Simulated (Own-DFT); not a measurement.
# What a defect does to the pressure of its cell: C11b WSi2

Everything here is calculated. The program is Own-DFT (plane waves, in-house, since retired, never reviewed by a person); positions were held fixed, and spin and spin-orbit coupling were off.

Settings: PBE; PseudoDojo norm-conserving scalar-relativistic files; cutoff 50 hartree; 5 x 5 x 5 k mesh centred on Gamma; cold (Marzari-Vanderbilt) smearing of 0.2 eV.

Known weak points: forces on such cells failed a check on a denser k mesh; stress not checked against mesh or cutoff.

All runs share one cell, with vectors in Å (-2.148, -5.953, 3.409); (-6.444, 2.976, 1.136); (-2.553, -2.948, -6.757) and a volume of 403.2 Å³. Atoms were moved at random from their sites; u is the rms move along one axis. The defect's site can differ from row to row.

| cell | formula | u (Å) | P (GPa) |
|---|---|---|---|
| no defect | Si20W10 | 0.0195 | 4.56 |
| no defect | Si20W10 | 0.0492 | 6.13 |
| no defect | Si20W10 | 0.0496 | 6.05 |
| one Si on a W site | Si21W9 | 0.0324 | 6.13 |
| one Si on a W site | Si21W9 | 0.0441 | 6.85 |
| one Si on a W site | Si21W9 | 0.0467 | 6.95 |
| one Si vacancy | Si19W10 | 0.0285 | 2.86 |
| one Si vacancy | Si19W10 | 0.0318 | 3.21 |
| one Si vacancy | Si19W10 | 0.0481 | 4.31 |
| one W vacancy | Si20W9 | 0.0295 | 3.72 |
| one W vacancy | Si20W9 | 0.0320 | 3.63 |
| one W vacancy | Si20W9 | 0.0522 | ? |
| one W vacancy | Si20W9 | 0.0590 | 5.89 |
| one W on a Si site | Si19W11 | 0.0275 | 9.63 |
| one W on a Si site | Si19W11 | 0.0479 | 11.06 |
| one W on a Si site | Si19W11 | 0.0500 | 11.76 |

## Worked fit

P = P0 + c u² + a shift for each defect gives P0 = 4.05 GPa, c = 875 ± 58 GPa/Å² and a scatter of 0.19 GPa. The shifts, and each times the cell's volume:

- one W on a Si site: 5.15 ± 0.16 GPa, 13.0 eV
- one Si on a W site: 1.09 ± 0.16 GPa, 2.7 eV
- one W vacancy: -1.20 ± 0.16 GPa, -3.0 eV
- one Si vacancy: -1.79 ± 0.16 GPa, -4.5 eV

Positive is outwards. The product with the volume (160.2 GPa Å³ to the eV) is nearly free of the cell's size; divided by the bulk modulus at the cell's pressure it gives the volume that the defect adds. The atoms around the defects weren't relaxed, which would change these numbers.

## Prediction

Question: what pressure belongs in the blank (one W vacancy, u = 0.0522 Å)?

From the fit: 5.23 ± 0.23 GPa. The hidden result is 4.61 GPa.
